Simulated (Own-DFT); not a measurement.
# Strain and stress in 4H SiC, 32 atoms (C16Si16)

These are calculations, not measurements. They come from Own-DFT, an in-house plane-wave density functional program, since retired, whose code no person has reviewed. Each row is one single-point run on a periodic cell that was not relaxed, without spin or spin-orbit coupling.

Settings of every run: PBE; PseudoDojo norm-conserving scalar-relativistic files; cutoff 42 hartree; 5 x 5 x 3 k mesh centred on Gamma; Fermi-Dirac smearing of 0.1 eV.

Known limits: forces on such cells passed a denser k mesh, each cell not checked; stress not checked against mesh or cutoff.

Unstrained cell vectors in Å: (6.165, 0.000, 0.000); (-3.083, 5.339, 0.000); (0.000, 0.000, 10.068). The unstrained cell has measured lattice constants (interpolated for alloys), not those of this functional. That, the random moves and any unrelaxed bonds set the pressure at no strain. Each run strains this cell uniformly, with the atoms carried along. Every atom was also moved at random, by a Gaussian of width 0.05 Å on each axis. Strain is the symmetric tensor, in per cent. Stress is positive in tension, and the pressure is minus a third of its trace.

```
run,e_xx (%),e_yy (%),e_zz (%),e_yz (%),e_xz (%),e_xy (%),s_xx (GPa),s_yy (GPa),s_zz (GPa),s_yz (GPa),s_xz (GPa),s_xy (GPa),P (GPa),E (meV/atom)
1,1.45,-1.45,0.81,0.86,-0.38,0.60,1.89,-11.65,-1.05,3.71,-2.00,3.66,3.60,4.4
2,0.53,1.72,1.45,-1.00,1.69,0.87,-1.24,4.68,4.80,-3.48,4.99,3.32,-2.75,0.0
3,-0.32,0.65,-0.78,-0.62,-1.15,1.38,-5.96,-2.10,-9.87,-1.52,-4.43,4.47,5.97,21.5
4,0.55,-1.35,-0.51,0.03,1.40,0.47,-4.50,-13.28,-9.03,1.03,3.74,3.53,8.94,33.8
5,1.01,1.19,0.58,1.03,-1.60,0.06,-0.37,3.38,-2.00,3.24,-5.98,-0.73,-0.34,16.3
6,0.06,0.14,-1.94,1.13,0.01,1.05,-3.12,-2.86,-23.20,3.12,-0.72,5.52,9.73,38.4
7,-0.87,0.78,1.63,-0.15,1.54,-1.84,-10.43,0.96,2.11,-1.13,5.04,-8.96,2.45,18.4
8,-1.16,-1.41,1.10,0.01,-0.62,-0.21,-12.52,-12.06,-0.56,-0.09,-1.90,-0.84,8.38,8.5
9,-0.63,-0.74,1.73,1.16,-0.97,-0.69,-9.11,-9.09,2.35,4.78,-4.87,-3.04,5.28,28.4
10,1.65,1.98,1.02,1.33,-0.46,-0.99,6.45,6.68,-0.24,4.08,-2.10,-3.25,-4.30,21.6
11,1.85,-1.22,-0.75,1.88,-1.97,0.79,3.24,-8.80,-10.03,6.60,-6.07,2.68,5.20,1.1
12,-1.90,1.45,0.96,0.66,-1.73,0.59,-15.52,3.09,-2.28,1.68,-5.58,3.19,4.90,32.1
13,1.58,1.16,1.80,1.71,1.99,0.64,4.37,2.74,5.60,5.65,5.24,-0.16,-4.23,18.2
14,0.72,0.40,-1.30,-0.36,1.44,-1.05,-2.24,-1.38,-14.41,-1.39,5.44,-5.29,6.01,19.9
15,1.16,-1.36,0.34,-1.64,-1.54,0.65,1.25,-12.26,-5.23,-6.28,-5.55,4.28,5.42,19.3
16,0.90,-0.18,1.22,-0.75,1.04,1.30,?,?,?,?,?,?,?,?
```

E is the free energy for each atom above the lowest run shown.

## Worked fit

Each stress component was fitted by least squares to a constant and the strains of the runs shown, as fractions, with shears doubled. Shear strains stay in the fit of a normal stress only where such slopes are resolved. The slopes, in GPa:

```
stress,at no strain,per e_xx,per e_yy,per e_zz,scatter
s_xx,-5.4,559 ± 26,71 ± 24,-5 ± 26,1.10
s_yy,-4.3,36 ± 24,554 ± 22,-3 ± 24,1.03
s_zz,-7.2,78 ± 39,15 ± 35,655 ± 38,1.63
```

Each shear stress against twice its own strain: yz 176 ± 9, xz 160 ± 7, xy 207 ± 23 GPa. These are stiffnesses along x, y and z of the frame in which the cell vectors are given, which need not be the crystal's axes. The atoms are held to the strained lattice; where symmetry lets them move under strain, relaxing them would lower some slopes. The table should be nearly symmetric about its diagonal, and what it lacks of that shows the noise. A ninth of its sum, 218 ± 5 GPa, estimates the bulk modulus near the mean pressure of these runs, 3.6 GPa, so it lies above the value at zero pressure.

## Withheld run

Question: what normal stresses and pressure should run 16 give?

The fit gives s_xx = -0.5, s_yy = -5.0, s_zz = 1.4 and P = 1.4 GPa. The calculation gave -0.62, -4.24, 2.12 and P = 0.91 GPa.
